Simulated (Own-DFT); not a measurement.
# One host, several defects: grey tin

Everything here is calculated. The program is Own-DFT (plane waves, in-house, since retired, never reviewed by a person); positions were held fixed, and spin and spin-orbit coupling were off.

All runs used: PBE; PseudoDojo norm-conserving scalar-relativistic files; cutoff 42 hartree; 3 x 3 x 3 k mesh centred on Gamma; cold (Marzari-Vanderbilt) smearing of 0.2 eV.

Keep in mind (not all hold for every row): not probed for a lower state with spin; forces on such cells moved up to 12 meV/angstrom on a denser k mesh; stress not checked against mesh or cutoff.

All runs share one cell, with vectors in Å (12.978, 0.000, 0.000); (0.000, 12.978, 0.000); (0.000, 0.000, 12.978) and a volume of 2185.9 Å³. The atoms are randomly displaced, by u rms on each axis. The defect's site can differ from row to row.

| cell | formula | u (Å) | P (GPa) |
|---|---|---|---|
| no defect | Sn64 | 0.0203 | 3.39 |
| no defect | Sn64 | 0.0455 | 3.57 |
| no defect | Sn64 | 0.0495 | 3.64 |
| one Sn vacancy | Sn63 | 0.0294 | 3.23 |
| one Sn vacancy | Sn63 | 0.0496 | 3.29 |
| one Sn vacancy | Sn63 | 0.0520 | 3.41 |
| two Sn vacancies | Sn62 | 0.0309 | ? |
| two Sn vacancies | Sn62 | 0.0347 | 3.16 |
| two Sn vacancies | Sn62 | 0.0474 | 3.31 |
| two Sn vacancies | Sn62 | 0.0533 | 3.36 |

## Fit

P = P0 + c u² + a shift for each defect gives P0 = 3.36 GPa, c = 106 ± 17 GPa/Å² and a scatter of 0.04 GPa. The shifts, and each times the cell's volume:

- one Sn vacancy: -0.26 ± 0.03 GPa, -3.5 eV
- two Sn vacancies: -0.31 ± 0.04 GPa, -4.2 eV (-2.1 eV for each of its 2 sites)

A positive shift means that the defect pushes the cell outwards. Shift times volume (160.2 GPa Å³ is 1 eV) depends little on the cell's size, so, taken for each site, it can be compared between cells at like pressure. The atoms around the defects weren't relaxed, which would change these numbers.

## Test on the hidden row

Asked: what pressure belongs in the blank (two Sn vacancies, u = 0.0309 Å)?

The fit gives 3.15 ± 0.05 GPa. Computed: 3.13 GPa.
